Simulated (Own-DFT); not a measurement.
# What a defect does to the pressure of its cell: zincblende GaAs

The numbers are computed, not measured, by runs of the plane-wave DFT program Own-DFT (in-house, retired, unreviewed) at fixed positions, with no spin and no spin-orbit coupling.

Settings: PBE; PseudoDojo norm-conserving scalar-relativistic files; cutoff 42 hartree; 3 x 3 x 3 k mesh centred on Gamma; Fermi-Dirac smearing of 0.1 eV.

Keep in mind (not all hold for every row): not probed for a lower state with spin; forces not confirmed at this smearing and k mesh; stress not checked against mesh or cutoff.

All runs share one cell, with vectors in Å (10.862, 0.000, 0.000); (0.000, 10.862, 0.000); (0.000, 0.000, 11.796) and a volume of 1391.7 Å³, strained against the parent crystal. The atoms are randomly displaced, by u rms on each axis. The defect's site can differ from row to row.

```
                             cell     formula   u (Å)  P (GPa)
                        no defect    As32Ga32  0.0289     6.67
                        no defect    As32Ga32  0.0312     6.71
                        no defect    As32Ga32  0.0498     7.07
              one Al on a Ga site  AlAs32Ga31  0.0290     6.63
              one Al on a Ga site  AlAs32Ga31  0.0304     6.66
              one Al on a Ga site  AlAs32Ga31  0.0458        ?
              one Al on a Ga site  AlAs32Ga31  0.0500     7.02
              one In on a Ga site  As32Ga31In  0.0282     7.35
              one In on a Ga site  As32Ga31In  0.0289     7.40
              one In on a Ga site  As32Ga31In  0.0314     7.44
one As vacancy and one Ga vacancy    As31Ga31  0.0308     5.83
one As vacancy and one Ga vacancy    As31Ga31  0.0308     5.96
one As vacancy and one Ga vacancy    As31Ga31  0.0539     6.54
              one P on an As site   As31Ga32P  0.0276     6.35
              one P on an As site   As31Ga32P  0.0452     6.64
              one P on an As site   As31Ga32P  0.0482     6.71
```

## Fit

P = P0 + c u² + a shift for each defect gives P0 = 6.44 GPa, c = 265 ± 19 GPa/Å² and a scatter of 0.05 GPa. The shifts, and each times the cell's volume:

- one In on a Ga site: 0.73 ± 0.04 GPa, 6.3 eV
- one Al on a Ga site: -0.04 ± 0.04 GPa, -0.4 eV (not resolved)
- one P on an As site: -0.33 ± 0.04 GPa, -2.8 eV
- one As vacancy and one Ga vacancy: -0.75 ± 0.04 GPa, -6.5 eV

Against the defect-free cell, a freed cell would be larger where the shift is positive and smaller where it is negative (160.2 GPa Å³ is 1 eV). The atoms around the defects weren't relaxed, which would change these numbers.

## Prediction

Q: what pressure belongs in the blank (one Al on a Ga site, u = 0.0458 Å)?

From the fit: 6.95 ± 0.06 GPa. The run itself gave 6.94 GPa.
